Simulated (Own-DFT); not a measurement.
# Biaxial strain at fixed height in diamond-structure SiGeSn with randomly placed atoms, 64 atoms (Ge44Si16Sn4)

Everything here is calculated. The program is Own-DFT (plane waves, in-house, since retired, never reviewed by a person); positions were held fixed, and spin and spin-orbit coupling were off.

Settings: PBEsol; PseudoDojo norm-conserving scalar-relativistic files, made for PBE; cutoff 49 hartree; 3 x 3 x 3 k mesh centred on Gamma; Fermi-Dirac smearing of 0.1 eV.

Limits: forces on such cells moved up to 12 meV/angstrom on a denser k mesh; stress not checked against mesh or cutoff.

Unstrained cell vectors in Å: (11.306, 0.000, 0.000); (0.000, 11.306, 0.000); (0.000, 0.000, 11.306). The unstrained cell has measured lattice constants (interpolated for alloys), not those of this functional. That, the random moves and any unrelaxed bonds set the pressure at no strain. Each run strains x and y alike by e, as a substrate would, and holds the height along z. Random moves of width 0.05 Å per axis were added to every atom. The random placing of the alloy's atoms differs from row to row. Stress is positive in tension.

```
e (%)  u (Å)  (s_xx + s_yy)/2 (GPa)  s_zz (GPa)
-2.00  0.052                  -5.49       -3.92
-1.75  0.052                  -5.12       -3.99
-1.25  0.053                  -3.81       -2.98
-1.00  0.052                  -3.43       -2.42
-0.25  0.047                      ?           ?
 0.50  0.054                  -0.91       -1.24
 1.50  0.049                   0.93       -0.13
 1.75  0.048                   1.09        0.05
 2.75  0.050                   2.62        0.81
 3.00  0.050                   2.92        1.02
```

## Analysis

With e as a fraction, the in-plane stress is -1.6 + 176 e - 799 e² GPa (errors 3 and 185, scatter 0.12), and s_zz is -1.6 + 107 e - 699 e² GPa (slope ± 5, scatter 0.20). At e = 0 the first slope is C11 + C12 and the second 2 C12, both with the ions held to the strained lattice and at the cell's own pressure. The term in e² is negative: the layer stiffens under compression and softens under tension. A free layer would change its height as e changes, and the in-plane slope would drop by 2 C12²/C11 to the biaxial modulus. At fixed height, a misfit of 1 % moves the in-plane stress by about 1.8 GPa and s_zz by 1.1 GPa.

## Test on the hidden row

Q: what are the two stresses at e = -0.25 %?

The fit gives -2.1 and -1.9 GPa. DFT gave -1.92 and -1.73 GPa.
